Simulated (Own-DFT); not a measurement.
# Computed records: Hf36O71 (tetragonal hafnia with one neutral oxygen vacancy, atoms displaced)

All values are calculated (Own-DFT development build). A calculation, not a measurement: plane-wave PBE and HSE06 DFT by an unreviewed code, no spin, of a simulated cell at Gamma alone, so results move with cell size and shape, stress positive in tension, energies less offsets, not probed for a lower state with spin; hafnium file: forces about 75 meV/angstrom off all-electron values; oxygen file: force components 24 meV/angstrom off all-electron in a glass; k mesh not checked against a denser one; forces and stress are PBE's, HSE06 gives the energy alone, and its difference from PBE has offsets of its own; offsets are fitted by least squares, one for each functional and potential file, so energies compare only between cells with the same atoms and settings and are not formation energies; the far tail of each file's local potential was reset to the Coulomb form; each entry is a single point on an unrelaxed cell, so the pressure reflects the starting lattice, taken from the Materials Project, from which strain is counted, and rises with the displacements; printed positions are rounded, which can move forces by about a meV/angstrom; the program is a retired in-house code; no spin-orbit coupling.

Common to all runs: first functional PBE; second functional HSE06; exact exchange share 0.25; screening 0.11 1/bohr; exchange divergence Gygi-Baldereschi; potential files PseudoDojo norm-conserving, scalar-relativistic, made for PBE, standard set; wave cutoff 48 hartree; occupations fixed; k mesh 1 x 1 x 1 centred on Gamma.

(1) Hf36O71 (tetragonal hafnia with one neutral oxygen vacancy, atoms displaced)

```
Hf36O71
1.0
     10.7800     0.0000     0.0000
      0.0000    10.7800     0.0000
      0.0000     0.0000    10.4493
Hf O Hf O Hf O Hf O Hf O Hf O Hf O Hf O Hf O Hf O Hf O Hf O Hf O Hf O Hf O Hf O Hf O Hf O
2 4 2 4 2 4 2 4 2 4 2 4 2 4 2 4 2 4 2 4 2 4 2 4 2 3 2 4 2 4 2 4 2 4 2 4
Direct
  0.99992 0.99647 0.00394
  0.16710 0.16764 0.25002
  0.99981 0.16847 0.15525
  0.16860 0.00490 0.34553
  0.99754 0.16710 0.39848
  0.16345 0.00545 0.09878
  0.00052 0.00089 0.49512
  0.16747 0.16265 0.74684
  0.00169 0.16611 0.64954
  0.16921 0.99724 0.84798
  0.99900 0.16589 0.89860
  0.16653 0.99867 0.59398
  0.99805 0.33046 0.00232
  0.16636 0.50184 0.24405
  0.99838 0.49024 0.15078
  0.16447 0.33423 0.34704
  0.99536 0.49897 0.40771
  0.16924 0.33364 0.10029
  0.00100 0.32850 0.50062
  0.16981 0.49589 0.75382
  0.99889 0.49872 0.65405
  0.16907 0.33325 0.84941
  0.99851 0.50194 0.89853
  0.16715 0.33294 0.59971
  0.00105 0.66814 0.00303
  0.16571 0.83045 0.24985
  0.99994 0.83506 0.15469
  0.16105 0.66972 0.35007
  0.00193 0.83348 0.39863
  0.17121 0.66635 0.09729
  0.99817 0.66726 0.50224
  0.17048 0.83954 0.75425
  0.00519 0.82813 0.65013
  0.16482 0.66404 0.84504
  0.99787 0.83328 0.90340
  0.16673 0.66522 0.59785
  0.32847 0.99907 0.00016
  0.49420 0.16455 0.24900
  0.33531 0.16845 0.14946
  0.50224 0.00197 0.34910
  0.33155 0.16735 0.40194
  0.49699 0.99998 0.10114
  0.33547 0.00130 0.50095
  0.50498 0.16665 0.75078
  0.33275 0.16833 0.65386
  0.49453 0.99668 0.84734
  0.33345 0.16563 0.90310
  0.50142 0.00459 0.59642
  0.32932 0.33568 0.00056
  0.50253 0.49648 0.25291
  0.33410 0.49976 0.15158
  0.49389 0.33468 0.34572
  0.33137 0.49268 0.40535
  0.49693 0.33699 0.09880
  0.33075 0.33624 0.50204
  0.49529 0.49953 0.75279
  0.33197 0.49720 0.65095
  0.49836 0.33239 0.85248
  0.33842 0.50031 0.90147
  0.50127 0.33313 0.60053
  0.33447 0.66316 0.99899
  0.49558 0.83040 0.24671
  0.33453 0.83203 0.15949
  0.50419 0.66638 0.34271
  0.32915 0.83301 0.40568
  0.50036 0.66850 0.09815
  0.33583 0.66327 0.49173
  0.49987 0.83158 0.74902
  0.33364 0.83236 0.65543
  0.49709 0.66834 0.84912
  0.33545 0.83608 0.90015
  0.49537 0.66812 0.60188
  0.66590 0.00444 0.99744
  0.83398 0.15966 0.24940
  0.66128 0.16565 0.15234
  0.66608 0.16610 0.40168
  0.83531 0.99921 0.10150
  0.67123 0.99571 0.50499
  0.83726 0.16511 0.74400
  0.66541 0.16637 0.65041
  0.83668 0.00253 0.84671
  0.66830 0.16402 0.89935
  0.83480 0.99622 0.59939
  0.67087 0.33311 0.99774
  0.83819 0.50186 0.25393
  0.66857 0.50378 0.15248
  0.83394 0.32988 0.34515
  0.66391 0.50172 0.40444
  0.83348 0.33451 0.10310
  0.66481 0.33498 0.50108
  0.83258 0.49654 0.75139
  0.66821 0.49742 0.65005
  0.83181 0.33239 0.84787
  0.66724 0.49987 0.90590
  0.83348 0.33656 0.59423
  0.67163 0.66575 0.99977
  0.83119 0.82955 0.25404
  0.66577 0.83655 0.15720
  0.83193 0.66575 0.34752
  0.66668 0.83368 0.40099
  0.83265 0.66775 0.09975
  0.66644 0.66910 0.49968
  0.82730 0.83251 0.74847
  0.66779 0.83556 0.65150
  0.83511 0.66508 0.84915
  0.66837 0.83212 0.90218
  0.83552 0.66685 0.59781
```

It finds PBE energy of cell above offsets -100.854 eV; HSE06 less PBE above offsets -0.107 eV; PBE pressure 0.52 GPa; PBE stress xx -0.19 GPa; PBE stress yy -0.32 GPa; PBE stress zz -1.04 GPa; PBE stress yz 0.34 GPa; PBE stress xz -0.08 GPa; PBE stress xy 0.01 GPa.

Force:
```tsv
element	x (eV/Å)	y (eV/Å)	z (eV/Å)
Hf	-0.567	0.469	-0.58
Hf	0.441	0.24	-0.037
O	-0.006	0.108	-0.621
O	-0.234	-1.021	0.066
O	-0.256	-0.752	0.282
O	0.469	-0.416	-0.159
Hf	0.252	-0.729	0.01
Hf	0.542	0.706	0.593
O	-0.143	0.004	-0.352
O	-0.235	1.161	0.472
O	0.193	-0.085	0.498
O	0.147	0.319	0.547
Hf	0.026	0.386	-0.288
Hf	0.064	-0.641	0.975
O	0.724	0.959	0.099
O	-0.127	0.278	0.016
O	0.038	0.038	-0.645
O	-0.854	0.148	-0.226
Hf	-0.24	1.26	-0.305
Hf	-1.395	1.06	-1.08
O	0.293	-0.179	0.27
O	-0.012	-0.576	0.128
O	0.109	-0.619	1.225
O	-0.377	-0.218	-0.021
Hf	-0.297	-0.287	-1.34
Hf	-0.066	0.955	0.855
O	0.071	-0.373	-0.435
O	0.466	-1.119	-0.798
O	-0.618	0.439	0.213
O	-0.979	-0.046	0.357
Hf	1.432	-0.048	0.764
Hf	-0.521	-2.363	-1.439
O	-0.928	0.515	0.587
O	0.389	0.573	0.705
O	0.253	-0.05	0.437
O	0.723	-0.346	-0.857
Hf	1.119	0.77	-0.034
Hf	0.876	-0.012	0.366
O	-1.041	-0.126	0.124
O	-0.593	-0.856	-0.084
O	-0.004	0.142	0.187
O	0.074	-0.163	-0.871
Hf	0.207	0.132	-0.397
Hf	-1.078	-0.065	0.104
O	0.273	-0.265	0.04
O	0.762	0.596	-0.045
O	-0.299	-0.034	0.141
O	-0.09	-0.364	0.343
Hf	1.26	-1.132	0.023
Hf	0.519	-0.237	-1.257
O	-0.355	0.39	0.162
O	0.455	-0.487	0.572
O	-0.011	1.931	-1.012
O	0.74	0.14	-0.407
Hf	0.53	-1.426	0.308
Hf	0.666	-0.223	-0.403
O	0.523	-0.116	0.255
O	0.351	0.063	-0.642
O	-0.321	0.046	-0.205
O	-0.422	0.029	-0.106
Hf	0.945	0.769	-0.27
Hf	1.438	1.237	0.444
O	-1.357	0.115	-1.124
O	-0.653	-0.161	1.071
O	0.314	-0.116	-0.258
O	-0.067	0.125	-0.489
Hf	-1.302	0.433	1.699
Hf	-0.784	0.111	0.335
O	0.182	0.46	-0.217
O	0.205	-0.403	-0.159
O	-0.48	-0.898	0.845
O	0.89	-0.108	-0.813
Hf	-0.446	-0.835	1.114
Hf	-0.981	0.455	0.606
O	0.91	-0.103	-0.415
O	0.618	-0.334	0.493
O	-0.482	0.288	-0.056
Hf	-1.148	1.276	-1.43
Hf	-0.446	0.2	0.732
O	1.025	-0.017	0.248
O	-0.371	-0.498	-0.13
O	-0.236	0.514	-0.1
O	0.519	0.274	-0.398
Hf	-0.918	-0.017	1.104
Hf	-0.888	-1.559	-0.083
O	0.033	-0.156	0.433
O	-0.11	0.424	0.014
O	-0.032	-0.085	-0.163
O	-0.218	-0.308	-1.136
Hf	0.326	-0.477	-0.472
Hf	0.684	0.574	-0.477
O	-0.658	0.359	0.689
O	-0.057	-0.522	0.137
O	-0.065	0.028	-0.516
O	-0.008	-0.596	0.422
Hf	-0.776	-0.038	0.468
Hf	-0.213	1.193	-0.309
O	0.263	-0.21	-0.388
O	-0.009	0.239	0.502
O	0.642	-0.056	0.497
O	0.902	0.038	0.095
Hf	-0.063	-0.739	0.324
Hf	2.04	-0.306	0.592
O	-0.605	-0.211	-0.364
O	-0.429	0.32	-0.106
O	0.208	0.5	-0.11
O	-1.249	0.341	0.043
```

(2) Hf36O71 (tetragonal hafnia with one neutral oxygen vacancy, atoms displaced)

```
Hf36O71
1.0
     10.7800     0.0000     0.0000
      0.0000    10.7800     0.0000
      0.0000     0.0000    10.4493
Hf O Hf O Hf O Hf O Hf O Hf O Hf O Hf O Hf O Hf O Hf O Hf O Hf O Hf O Hf O Hf O Hf O Hf O
2 4 2 4 2 4 2 4 2 4 2 4 2 3 2 4 2 4 2 4 2 4 2 4 2 4 2 4 2 4 2 4 2 4 2 4
Direct
  0.00063 0.99730 0.99655
  0.16627 0.17118 0.24773
  0.00203 0.16512 0.15587
  0.16560 0.99880 0.34900
  0.99990 0.16762 0.40025
  0.16528 0.00298 0.09672
  0.00114 0.00444 0.50357
  0.16560 0.16572 0.74951
  0.99832 0.16605 0.64868
  0.16724 0.99683 0.85201
  0.99811 0.17092 0.90224
  0.16328 0.00160 0.59681
  0.00066 0.32886 0.00065
  0.16912 0.50229 0.24906
  0.99605 0.50404 0.15180
  0.16590 0.33511 0.34659
  0.00175 0.50061 0.40365
  0.16512 0.33487 0.09592
  0.99683 0.32913 0.49742
  0.16731 0.49515 0.75247
  0.00697 0.50002 0.65369
  0.16514 0.33122 0.84347
  0.99677 0.49941 0.90257
  0.16272 0.33171 0.59352
  0.00250 0.66453 0.99967
  0.16517 0.82807 0.24584
  0.00203 0.82947 0.15202
  0.16656 0.66784 0.34225
  0.00165 0.82799 0.40392
  0.16644 0.66431 0.09942
  0.99851 0.66558 0.50001
  0.16913 0.83231 0.75082
  0.00247 0.83648 0.65297
  0.16807 0.66591 0.83816
  0.00108 0.83145 0.90379
  0.16888 0.66774 0.59745
  0.33285 0.00320 0.00096
  0.50221 0.16673 0.25419
  0.33028 0.16291 0.15387
  0.50017 0.99757 0.34789
  0.33404 0.16801 0.40185
  0.33241 0.00055 0.50125
  0.50349 0.16814 0.75153
  0.33422 0.16622 0.65428
  0.50189 0.00062 0.84493
  0.33196 0.16971 0.90200
  0.50053 0.99724 0.60348
  0.34042 0.33251 0.99907
  0.49788 0.49699 0.25121
  0.33113 0.49876 0.14636
  0.50036 0.33575 0.34317
  0.33366 0.49878 0.40082
  0.49748 0.33517 0.09333
  0.33699 0.33814 0.50554
  0.49652 0.50423 0.74387
  0.33034 0.50135 0.64933
  0.49523 0.33174 0.85092
  0.33301 0.50102 0.89888
  0.49600 0.33349 0.60042
  0.33707 0.66156 0.00063
  0.49887 0.83521 0.24998
  0.33262 0.83167 0.15037
  0.50331 0.66976 0.34982
  0.33792 0.83811 0.39613
  0.49853 0.66681 0.09711
  0.33121 0.66927 0.50325
  0.49825 0.83424 0.75221
  0.33159 0.83670 0.65457
  0.50429 0.66530 0.84475
  0.32947 0.82894 0.89879
  0.50296 0.66962 0.59593
  0.67194 0.00075 0.00310
  0.82952 0.16623 0.24524
  0.66699 0.17034 0.15275
  0.83440 0.99889 0.34832
  0.66071 0.17386 0.40860
  0.83109 0.99923 0.09795
  0.66626 0.00227 0.50188
  0.83629 0.17006 0.74839
  0.67300 0.16227 0.65265
  0.83045 0.00115 0.85102
  0.66405 0.16480 0.90164
  0.82994 0.00105 0.60271
  0.66796 0.34033 0.00196
  0.83558 0.49715 0.24718
  0.66948 0.49948 0.15396
  0.83176 0.33238 0.34621
  0.66770 0.49878 0.39884
  0.83611 0.33565 0.09507
  0.66666 0.33029 0.49933
  0.83568 0.49913 0.75179
  0.67211 0.50501 0.65318
  0.83825 0.33684 0.85101
  0.67167 0.49789 0.90429
  0.83206 0.34150 0.59639
  0.66454 0.66417 0.99996
  0.83224 0.83946 0.24722
  0.66312 0.83123 0.14838
  0.83066 0.66494 0.34514
  0.66690 0.83397 0.40291
  0.83176 0.66743 0.09715
  0.66898 0.66969 0.50170
  0.83268 0.82611 0.75106
  0.66576 0.83062 0.65246
  0.83690 0.67138 0.84514
  0.66680 0.83400 0.90342
  0.83328 0.66701 0.59148
```

To be estimated
1. Estimate the PBE stress yy of Hf36O71 (tetragonal hafnia with one neutral oxygen vacancy, atoms displaced) (entry 2).
2. Give the missing PBE stress zz for Hf36O71 (tetragonal hafnia with one neutral oxygen vacancy, atoms displaced) (entry 2).
3. Give the table of force values for Hf36O71 (tetragonal hafnia with one neutral oxygen vacancy, atoms displaced) (entry 2).

## Answers
1. -0.3 GPa
2. -1.79 GPa
3. 
Force:
```tsv
element	x (eV/Å)	y (eV/Å)	z (eV/Å)
Hf	0.311	0.096	0.048
Hf	0.129	-0.832	1.056
O	-1.279	0.202	-0.716
O	-0.072	0.219	-0.343
O	-0.203	-0.241	0.221
O	0.051	-0.238	-0.322
Hf	-0.444	-1.321	-0.811
Hf	0.524	-0.248	-0.12
O	0.093	0.128	0.142
O	-0.262	0.944	-0.462
O	0.185	-1.391	-0.333
O	0.896	0.299	0.499
Hf	0.262	1.176	-0.031
Hf	-0.922	-0.588	-0.025
O	1.232	-0.102	-0.001
O	-0.014	0.054	-0.288
O	-0.163	-0.436	-0.108
O	0.508	-0.174	-0.077
Hf	0.674	1.132	-0.28
Hf	-0.552	0.64	-0.437
O	-1.246	0.158	0.179
O	-0.003	-0.13	0.343
O	0.431	-0.003	0.142
O	0.881	-0.211	0.297
Hf	-0.703	-0.105	0.361
Hf	0.285	1.463	0.786
O	-0.78	0.452	-0.303
O	0.519	-0.497	0.773
O	-0.248	1.095	-0.069
O	0.466	0.001	-0.701
Hf	0.362	0.084	-0.253
Hf	-0.643	-0.106	-0.04
O	-0.585	-0.215	0.286
O	-0.336	-0.508	1.13
O	0.001	0.17	0.046
O	-0.169	0.226	-0.574
Hf	0.117	-0.509	0.074
Hf	-1.244	-0.709	-0.381
O	1.368	-0.033	-0.393
O	0.467	1.212	-0.317
O	0.385	0.21	0.546
Hf	-0.246	0.181	-0.532
Hf	-0.017	-0.591	0.222
O	-0.186	-0.029	0.121
O	-0.538	-0.007	0.792
O	-0.054	-0.824	0.145
O	0.059	0.296	-0.857
Hf	-1.438	0.224	-0.383
Hf	0.601	1.618	0.128
O	0.595	0.098	0.435
O	-0.138	-0.398	0.631
O	0.119	0.662	0.026
O	1.103	0.074	1.05
Hf	-1.857	-1	-1.122
Hf	0.772	-0.465	0.333
O	0.631	-0.133	-0.141
O	0.358	1.005	-0.616
O	0.207	-0.425	-0.104
O	1.532	0.114	0.135
Hf	-0.79	0.98	-0.161
Hf	-0.238	-0.729	0.137
O	0.359	0.467	-0.301
O	-0.338	-0.878	-0.623
O	-0.337	-0.789	1.133
O	0.333	-0.45	-0.059
Hf	0.498	0.416	-1.072
Hf	0.467	0.421	-0.222
O	0.445	-0.148	-0.819
O	-0.125	-0.286	0.363
O	0.577	0.419	0.68
O	-1.294	-0.512	0.526
Hf	-1.598	-0.336	-1.254
Hf	1.587	0.152	0.787
O	-0.391	-0.34	0.092
O	-0.41	1.077	-0.053
O	0.03	-1.968	-1.228
O	1.004	0.058	0.667
Hf	0.109	-0.967	0.493
Hf	-0.406	-0.962	0.959
O	-1.072	0.827	-0.114
O	0.547	-0.053	-0.283
O	0.159	1.068	0.45
O	0.544	0.029	-0.781
Hf	0.017	-1.272	-0.319
Hf	-0.315	1.203	0.967
O	-1.04	-0.359	-0.631
O	0.037	-0.688	-0.01
O	-0.399	-0.329	0.845
O	-0.494	-0.484	0.49
Hf	0.248	2.553	0.377
Hf	0.668	0.181	-0.399
O	-1.327	-0.197	0.41
O	-0.512	-0.713	-0.606
O	-0.155	0.565	-0.458
O	0.097	-0.541	0.331
Hf	0.537	0.964	0.39
Hf	0.031	-1.983	0.526
O	0.281	0.7	0.394
O	0.132	0.503	-0.305
O	0.232	0.716	-0.028
O	0.064	0.089	-0.739
Hf	-0.211	-0.542	-1.363
Hf	0.124	2.23	-0.776
O	0.182	-0.049	0.168
O	-0.243	-1.744	0.43
O	-0.043	-0.257	0.08
O	0.639	0.189	1.107
```

Further results for Hf36O71 (tetragonal hafnia with one neutral oxygen vacancy, atoms displaced) (entry 2):

```
PBE energy of cell above offsets : -100.552 eV
HSE06 less PBE above offsets     : -0.132 eV
PBE pressure                     : 1.13 GPa
PBE stress xx                    : -1.3 GPa
PBE stress yz                    : -0.13 GPa
PBE stress xz                    : -0.73 GPa
PBE stress xy                    : 0.02 GPa
```
